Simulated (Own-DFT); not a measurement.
# Response to strain: wurtzite AlGaN with randomly placed atoms, 72 atoms (Al27Ga9N36)

All numbers below are calculated, not measured. They come from Own-DFT, an in-house plane-wave density functional program, since retired, whose code no person has reviewed. Each row is one single-point run on a periodic cell that was not relaxed, without spin or spin-orbit coupling.

Settings of every run: PBE; PseudoDojo norm-conserving scalar-relativistic files (stringent for Ga); cutoff 96 hartree; 4 x 4 x 3 k mesh centred on Gamma; Gaussian smearing of 0.01 eV.

Known limits: forces on such cells passed a denser k mesh, each cell not checked; stress not checked against mesh or cutoff.

Unstrained cell vectors in Å: (9.394, 0.000, 0.000); (-4.697, 8.135, 0.000); (0.000, 0.000, 10.066). The unstrained cell has measured lattice constants (interpolated for alloys), not those of this functional. That, the random moves and any unrelaxed bonds set the pressure at no strain. Each run strains this cell uniformly, with the atoms carried along. Every atom was also moved at random, by a Gaussian of width 0.05 Å on each axis. The random placing of the alloy's atoms differs from row to row. Strain is the symmetric tensor, in per cent. Stress is positive in tension, and the pressure is minus a third of its trace.

| run | e_xx (%) | e_yy (%) | e_zz (%) | s_xx (GPa) | s_yy (GPa) | s_zz (GPa) | P (GPa) | E (meV/atom) |
|---|---|---|---|---|---|---|---|---|
| 1 | 0.00 | 0.00 | -2.00 | -7.60 | -8.50 | -16.00 | 10.70 | 27.4 |
| 2 | 0.00 | 0.00 | 0.25 | -4.08 | -7.19 | -6.89 | 6.05 | 16.9 |
| 3 | 0.00 | 0.00 | 0.50 | -5.30 | -6.41 | -3.72 | 5.14 | 0.0 |
| 4 | 0.00 | 0.00 | -1.75 | -5.44 | -8.99 | -14.13 | 9.52 | 8.4 |
| 5 | 0.00 | 0.00 | 3.00 | -4.01 | -3.82 | 4.45 | 1.13 | 27.8 |
| 6 | 0.00 | 0.00 | 1.50 | -6.13 | -4.08 | 0.30 | 3.30 | 9.5 |
| 7 | 0.00 | 0.00 | -1.50 | -6.56 | -8.60 | -13.00 | 9.39 | 17.9 |
| 8 | 0.00 | 0.00 | -1.00 | -6.36 | -7.59 | -11.30 | 8.41 | 17.0 |
| 9 | 0.00 | 0.00 | 2.50 | ? | ? | ? | ? | ? |

E is the free energy for each atom above the lowest run shown.

## Worked fit

The change of volume is close to e_xx + e_yy + e_zz. A straight line through the runs shown gives P = 6.47 - 190 x (fractional change of volume) GPa, with an error of 7 on the slope and a scatter of 0.33 GPa. The strain isn't the same on all axes and the cell isn't cubic, so the slope belongs to this path and is not the bulk modulus.

## Withheld run

Question: what pressure should run 9 give? Its volume changes by 2.50 %.

The line gives 1.7 GPa. The calculation gave 1.90 GPa.
